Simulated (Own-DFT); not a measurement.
Simulation results for Si₂SnGe₅ (diamond-structure random alloy, strained, atoms displaced)

Computed with Own-DFT development build. A calculation, not a measurement: plane-wave density functional theory by an unreviewed code, no spin, of a simulated periodic cell, stress positive in tension, run twice, with PBE and with PBEsol, both on files made for PBE, so the change isn't that of files made for PBEsol, forces on such cells moved up to 12 meV/angstrom on a denser k mesh; the far tail of each file's local potential was reset to the Coulomb form; each entry is a single point on an unrelaxed cell, so the pressure reflects the starting lattice, mostly measured values (interpolated for alloys), from which strain is counted, and rises with the displacements; printed positions are rounded, which can move forces by about a meV/angstrom; the program, named Own-DFT, is a retired in-house code; no spin-orbit coupling; stress was not checked against mesh or cutoff.

Common to all runs: functional PBE, then PBEsol; potential files PseudoDojo norm-conserving, scalar-relativistic, standard set; wave cutoff 49 hartree; occupations Fermi-Dirac; smearing width 0.1 eV; k mesh 3 x 3 x 3 centred on Gamma.

(1) Si₂SnGe₅ (diamond-structure random alloy, strained, atoms displaced)

```
cell vectors (Å)
  11.4958     0.0000     0.0000
   0.0000    11.4958     0.0000
   0.0000     0.0000    11.4103
atoms (fractions of the cell vectors)
Ge  0.99642  0.00261  0.99609
Si  0.00293  0.24437  0.25191
Ge  0.24733  0.00632  0.24920
Ge  0.25493  0.24879  0.01165
Sn  0.12560  0.12204  0.11813
Ge  0.12365  0.37104  0.37886
Ge  0.37676  0.12879  0.37231
Ge  0.37276  0.37196  0.12171
Si  0.99925  0.99869  0.50256
Ge  0.99027  0.24575  0.74591
Si  0.25217  0.00781  0.74938
Ge  0.24423  0.25069  0.50272
Ge  0.12749  0.13251  0.63448
Ge  0.13159  0.37515  0.87655
Si  0.37636  0.13133  0.87340
Ge  0.37309  0.37686  0.62880
Ge  0.99214  0.50376  0.00168
Si  0.00091  0.74502  0.25794
Ge  0.24855  0.50203  0.25347
Sn  0.24031  0.75983  0.00011
Ge  0.12384  0.62594  0.12106
Si  0.12358  0.87292  0.37259
Sn  0.38043  0.62188  0.37838
Ge  0.37355  0.87644  0.12654
Ge  0.99526  0.50486  0.50459
Ge  0.99910  0.75179  0.75770
Si  0.25535  0.49887  0.74411
Si  0.23833  0.75173  0.50791
Ge  0.12645  0.61595  0.61849
Ge  0.12293  0.87408  0.86944
Ge  0.37177  0.62576  0.88471
Sn  0.37491  0.87639  0.62051
Si  0.49596  0.00830  0.00658
Ge  0.50060  0.25547  0.24490
Sn  0.75562  0.00324  0.24691
Ge  0.74776  0.24940  0.00486
Si  0.62913  0.13044  0.12926
Si  0.63327  0.37244  0.37757
Ge  0.87082  0.12002  0.37769
Ge  0.87306  0.37074  0.12219
Sn  0.51036  0.00001  0.49825
Sn  0.49730  0.25174  0.75356
Si  0.75144  0.00102  0.74992
Ge  0.75572  0.24726  0.49234
Ge  0.61963  0.13243  0.62603
Ge  0.62207  0.37956  0.87817
Ge  0.87595  0.12878  0.87001
Ge  0.86629  0.37468  0.62742
Si  0.49771  0.50567  0.99811
Ge  0.50685  0.74473  0.24892
Ge  0.75639  0.49282  0.25086
Ge  0.74904  0.74350  0.00437
Ge  0.62483  0.62636  0.12598
Si  0.62065  0.87401  0.37993
Ge  0.87983  0.63414  0.37597
Ge  0.88020  0.87878  0.12567
Si  0.50029  0.49663  0.49872
Ge  0.50545  0.74837  0.75413
Ge  0.75119  0.49587  0.75618
Ge  0.75476  0.74115  0.49614
Si  0.62104  0.62388  0.62969
Ge  0.62739  0.87144  0.87425
Sn  0.87430  0.61758  0.87364
Ge  0.87569  0.87667  0.62872
```

It finds PBE pressure 3.59 GPa; PBE stress xx -3.51 GPa; PBE stress yy -3.4 GPa; PBE stress zz -3.87 GPa; PBE stress yz -0.02 GPa; PBE stress xz -0.12 GPa; PBE stress xy -0.36 GPa; PBEsol pressure 1.04 GPa; PBEsol stress xx -0.96 GPa; PBEsol stress yy -0.86 GPa; PBEsol stress zz -1.32 GPa; PBEsol stress yz -0.02 GPa; PBEsol stress xz -0.11 GPa; PBEsol stress xy -0.34 GPa; rms change of force components from PBE to PBEsol 0.051 eV/Å.

Force:
```csv
force element,PBE force x (eV/Å),PBE force y (eV/Å),PBE force z (eV/Å),PBEsol force x (eV/Å),PBEsol force y (eV/Å),PBEsol force z (eV/Å)
Ge,-0.598,-1.189,-1.331,-0.576,-1.157,-1.285
Si,-1.122,0.908,0.692,-1.104,0.89,0.683
Ge,1.052,-1.796,1.501,1.054,-1.717,1.418
Ge,0.797,0.687,-2.845,0.755,0.701,-2.727
Sn,-1.054,0.27,0.795,-0.973,0.226,0.74
Ge,-0.715,0.484,-0.533,-0.651,0.493,-0.484
Ge,-0.62,0.576,-0.258,-0.608,0.557,-0.263
Ge,0.807,1.68,0.509,0.748,1.577,0.52
Si,0.635,-0.018,-0.063,0.585,0.011,-0.03
Ge,1.099,1.343,0.347,1.065,1.287,0.338
Si,-0.376,0.26,1.163,-0.408,0.226,1.103
Ge,0.895,0.023,0.005,0.859,0.032,0.014
Ge,-0.515,-1.225,-0.859,-0.515,-1.122,-0.844
Ge,-0.511,0.091,-0.235,-0.521,0.068,-0.195
Si,-1.467,-1.952,1.893,-1.439,-1.845,1.861
Ge,-0.454,0.784,-1.68,-0.435,0.697,-1.632
Ge,2.223,-1.976,1.236,2.156,-1.913,1.198
Si,0.791,1.15,-1.158,0.738,1.082,-1.172
Ge,-0.825,-1.157,-1.104,-0.793,-1.124,-1.072
Sn,1.064,-0.518,0.327,1.034,-0.515,0.319
Ge,-1.31,-0.974,1.793,-1.255,-0.968,1.71
Si,-0.212,0.198,0.638,-0.171,0.241,0.587
Sn,-1.073,1.152,0.509,-1.057,1.124,0.407
Ge,1.304,0.993,0.94,1.225,0.944,0.932
Ge,-0.24,-1.043,-0.601,-0.218,-0.996,-0.576
Ge,0.743,0.014,-1.976,0.717,0.028,-1.904
Si,-0.469,0.492,0.975,-0.462,0.475,0.955
Si,-0.478,-0.23,-1.399,-0.442,-0.264,-1.333
Ge,0.153,0.936,1.447,0.084,0.891,1.389
Ge,-0.736,2.508,-1.195,-0.755,2.393,-1.124
Ge,0.6,-0.743,-1.664,0.577,-0.662,-1.622
Sn,-1.291,-1.051,1.688,-1.176,-1.014,1.647
Si,0.541,-0.103,-0.623,0.522,-0.162,-0.6
Ge,0.66,-0.021,0.602,0.575,-0.021,0.581
Sn,-1.868,-1.177,0.356,-1.732,-1.141,0.361
Ge,-0.254,-0.069,-0.764,-0.205,-0.018,-0.764
Si,-1.62,0.209,-1.133,-1.553,0.241,-1.08
Si,-0.95,0.431,-0.181,-0.892,0.388,-0.209
Ge,2.69,1.055,0.89,2.543,1.033,0.863
Ge,0.981,-0.301,0.751,0.911,-0.253,0.696
Sn,-0.414,1.551,-0.821,-0.459,1.568,-0.739
Sn,0.183,0.621,0.079,0.223,0.656,0.018
Si,-0.472,0.166,-0.049,-0.46,0.157,-0.046
Ge,-0.903,0.446,0.958,-0.845,0.397,0.954
Ge,2.985,-0.485,0.037,2.869,-0.455,0.006
Ge,0.655,0.597,1.246,0.678,0.552,1.169
Ge,-1.162,-0.778,0.606,-1.083,-0.725,0.608
Ge,0.469,-0.028,-0.573,0.46,-0.033,-0.546
Si,0.075,-0.531,0.635,0.074,-0.518,0.619
Ge,0.04,1.783,-0.124,0.015,1.689,-0.148
Ge,-0.49,0.765,0.328,-0.447,0.762,0.279
Ge,-0.155,1.45,0.296,-0.164,1.4,0.281
Ge,0.175,-1.23,-0.068,0.197,-1.145,-0.042
Si,1.976,-2.226,-1.719,1.941,-2.191,-1.69
Ge,-0.142,-1.556,-0.523,-0.181,-1.542,-0.448
Ge,0.894,-2.015,-0.694,0.842,-1.914,-0.701
Si,1.762,-1.17,1.52,1.662,-1.15,1.491
Ge,-0.32,-0.724,0.255,-0.323,-0.661,0.288
Ge,-2.138,-0.612,-1.873,-2.047,-0.626,-1.786
Ge,-1.505,1.234,1.24,-1.396,1.187,1.19
Si,0.516,-0.739,-0.666,0.533,-0.69,-0.616
Ge,0.067,1.179,0.771,0.056,1.074,0.742
Sn,-0.271,1.627,0.069,-0.26,1.572,0.082
Ge,-0.104,-0.024,-0.385,-0.089,-0.079,-0.368
```

(2) Si₂SnGe₅ (diamond-structure random alloy, strained, atoms displaced)

```
cell vectors (Å)
  11.4958     0.0000     0.0000
   0.0000    11.4958     0.0000
   0.0000     0.0000    11.4103
atoms (fractions of the cell vectors)
Ge  0.00143  0.01476  0.00287
Sn  0.00602  0.24931  0.25055
Si  0.24579  0.00612  0.24685
Ge  0.24782  0.25190  0.00265
Ge  0.12563  0.12913  0.13216
Ge  0.12385  0.37221  0.37506
Ge  0.37480  0.12744  0.37492
Ge  0.36990  0.36737  0.12568
Si  0.00041  0.00076  0.49922
Si  0.99949  0.24617  0.75228
Ge  0.25110  0.00244  0.74748
Ge  0.24706  0.24935  0.50516
Ge  0.12776  0.12065  0.62652
Ge  0.12592  0.37569  0.87248
Si  0.37715  0.12858  0.87829
Si  0.37099  0.37576  0.62126
Si  0.99737  0.49248  0.00010
Ge  0.99962  0.74890  0.25309
Si  0.25269  0.49168  0.24355
Ge  0.25271  0.74818  0.99333
Sn  0.12486  0.62084  0.13313
Ge  0.12604  0.86967  0.37783
Si  0.36680  0.62428  0.37536
Ge  0.37712  0.87596  0.12710
Ge  0.00425  0.49458  0.49830
Ge  0.99630  0.75702  0.75261
Sn  0.24147  0.50480  0.75060
Si  0.25046  0.75194  0.49689
Ge  0.12303  0.62669  0.62998
Si  0.13104  0.87803  0.87423
Ge  0.38103  0.61743  0.87943
Ge  0.38019  0.86351  0.63091
Sn  0.50918  0.00362  0.00268
Ge  0.49859  0.25045  0.25089
Ge  0.74640  0.99972  0.25212
Ge  0.75795  0.25141  0.99925
Ge  0.62246  0.11787  0.12567
Si  0.62378  0.36225  0.37798
Ge  0.87327  0.12545  0.38032
Ge  0.87181  0.37568  0.12249
Ge  0.49246  0.00256  0.50083
Sn  0.49283  0.25099  0.75541
Ge  0.75412  0.00076  0.74705
Ge  0.75435  0.25350  0.50077
Sn  0.61903  0.12488  0.63091
Ge  0.62471  0.37818  0.88061
Si  0.87596  0.13006  0.87404
Ge  0.86764  0.37291  0.63419
Ge  0.49094  0.49928  0.00348
Si  0.49963  0.74979  0.24948
Sn  0.75377  0.50611  0.24930
Ge  0.74746  0.75343  0.00376
Ge  0.63267  0.62393  0.12419
Ge  0.62507  0.87566  0.37401
Sn  0.87339  0.62752  0.37791
Ge  0.88101  0.88364  0.12634
Ge  0.49837  0.50065  0.49304
Ge  0.49361  0.74937  0.75275
Ge  0.75964  0.49797  0.75213
Si  0.74713  0.74042  0.49266
Si  0.63054  0.62574  0.62250
Ge  0.62491  0.87482  0.87759
Si  0.88001  0.61770  0.88273
Ge  0.87565  0.87408  0.63459
```

It finds PBE pressure 3.63 GPa; PBE stress xx -3.42 GPa; PBE stress yy -3.46 GPa; PBE stress zz -4.02 GPa; PBE stress yz -0.29 GPa; PBE stress xz -0.66 GPa; PBE stress xy 0.86 GPa; PBEsol pressure 1.08 GPa; PBEsol stress xx -0.87 GPa; PBEsol stress yy -0.9 GPa; PBEsol stress zz -1.47 GPa; PBEsol stress yz -0.28 GPa; PBEsol stress xz -0.62 GPa; PBEsol stress xy 0.82 GPa; rms change of force components from PBE to PBEsol 0.052 eV/Å.

Force:
```csv
force element,PBE force x (eV/Å),PBE force y (eV/Å),PBE force z (eV/Å),PBEsol force x (eV/Å),PBEsol force y (eV/Å),PBEsol force z (eV/Å)
Ge,0.29,-0.936,-0.858,0.285,-0.908,-0.762
Sn,-2.199,0.471,0.323,-2.13,0.459,0.315
Si,0.65,-0.972,0.675,0.638,-0.945,0.656
Ge,-0.064,-0.819,-0.755,-0.079,-0.758,-0.696
Ge,1.645,-1.432,-1.762,1.551,-1.345,-1.743
Ge,1.937,1.293,0.88,1.843,1.221,0.883
Ge,-0.93,-0.271,-0.237,-0.872,-0.237,-0.199
Ge,0.526,0.623,0.208,0.53,0.565,0.162
Si,-0.055,-0.534,0.496,-0.053,-0.52,0.485
Si,0.061,0.037,-0.086,0.106,0.081,-0.128
Ge,0.677,-0.577,0.899,0.652,-0.55,0.812
Ge,0.4,0.256,-0.322,0.354,0.215,-0.344
Ge,-1.114,0.363,-0.243,-1.007,0.352,-0.237
Ge,-1.818,-1.397,1.322,-1.704,-1.346,1.29
Si,-2.237,-0.864,0.679,-2.193,-0.848,0.669
Si,0.056,0.47,-0.873,0.055,0.457,-0.863
Si,-0.171,-0.082,-0.51,-0.13,-0.13,-0.46
Ge,0.018,2.037,-0.208,0.027,1.972,-0.195
Si,0.731,-0.25,2.126,0.689,-0.282,2.051
Ge,0.266,0.748,0.147,0.3,0.692,0.168
Sn,0.015,-0.123,-1.566,-0.004,-0.05,-1.522
Ge,0.047,1.256,-0.279,0.004,1.192,-0.307
Si,0.483,0.051,-0.826,0.509,0.007,-0.783
Ge,-0.997,-0.551,0.682,-0.958,-0.531,0.607
Ge,0.02,-0.175,1.45,0.023,-0.165,1.398
Ge,0.732,-0.985,1.169,0.699,-0.949,1.066
Sn,2.023,-0.681,-0.224,1.926,-0.632,-0.178
Si,0.145,-0.787,0.713,0.102,-0.729,0.738
Ge,-1.362,1.939,-2.151,-1.343,1.849,-2.052
Si,-0.606,0.289,0.174,-0.588,0.277,0.161
Ge,-0.337,1.293,-0.181,-0.338,1.262,-0.164
Ge,-1.382,1.297,-1.389,-1.31,1.283,-1.305
Sn,-2.428,-0.968,-1.286,-2.315,-0.978,-1.213
Ge,0.506,-0.355,-0.024,0.45,-0.386,-0.054
Ge,0.572,0.087,0.149,0.544,0.085,0.14
Ge,-1.034,-0.545,-0.028,-1.03,-0.479,0.007
Ge,2.363,2.969,1.927,2.291,2.864,1.877
Si,-0.207,1.039,-0.107,-0.206,1.014,-0.097
Ge,-0.159,-0.885,0.213,-0.184,-0.823,0.181
Ge,0.921,-0.197,-0.981,0.865,-0.222,-0.929
Ge,-0.075,-1.467,-0.611,-0.063,-1.412,-0.591
Sn,-0.907,2.323,0.533,-0.797,2.263,0.509
Ge,0.467,-0.488,1.668,0.425,-0.509,1.587
Ge,-0.396,-0.037,-0.088,-0.347,-0.065,-0.055
Sn,1.667,-0.751,-1.849,1.624,-0.739,-1.795
Ge,0.663,0.562,0.392,0.645,0.535,0.385
Si,0.165,-0.277,-0.261,0.115,-0.311,-0.208
Ge,1.832,-0.526,-0.872,1.733,-0.483,-0.868
Ge,1.509,-0.393,0.836,1.465,-0.379,0.783
Si,-0.153,-0.465,0.32,-0.114,-0.42,0.279
Sn,-2.118,-3.231,-0.314,-2.027,-3.109,-0.356
Ge,1.089,-0.317,-0.487,1.013,-0.291,-0.449
Ge,-2.697,1.334,-0.839,-2.578,1.284,-0.832
Ge,-0.593,-0.625,0.389,-0.566,-0.544,0.361
Sn,2.456,0.459,1.518,2.449,0.396,1.408
Ge,-0.285,-0.357,-0.025,-0.286,-0.343,-0.01
Ge,0.161,-0.228,0.545,0.156,-0.225,0.532
Ge,1.932,-1.152,0.391,1.836,-1.08,0.399
Ge,-1.374,1.331,0.696,-1.327,1.219,0.658
Si,-1.514,2.464,2.468,-1.453,2.459,2.371
Si,-0.433,-0.237,0.168,-0.464,-0.277,0.207
Ge,1.101,-0.901,-1.581,1.067,-0.869,-1.514
Si,-0.121,0.791,-0.19,-0.16,0.811,-0.228
Ge,-0.36,0.056,-2.142,-0.342,0.057,-2.007
```
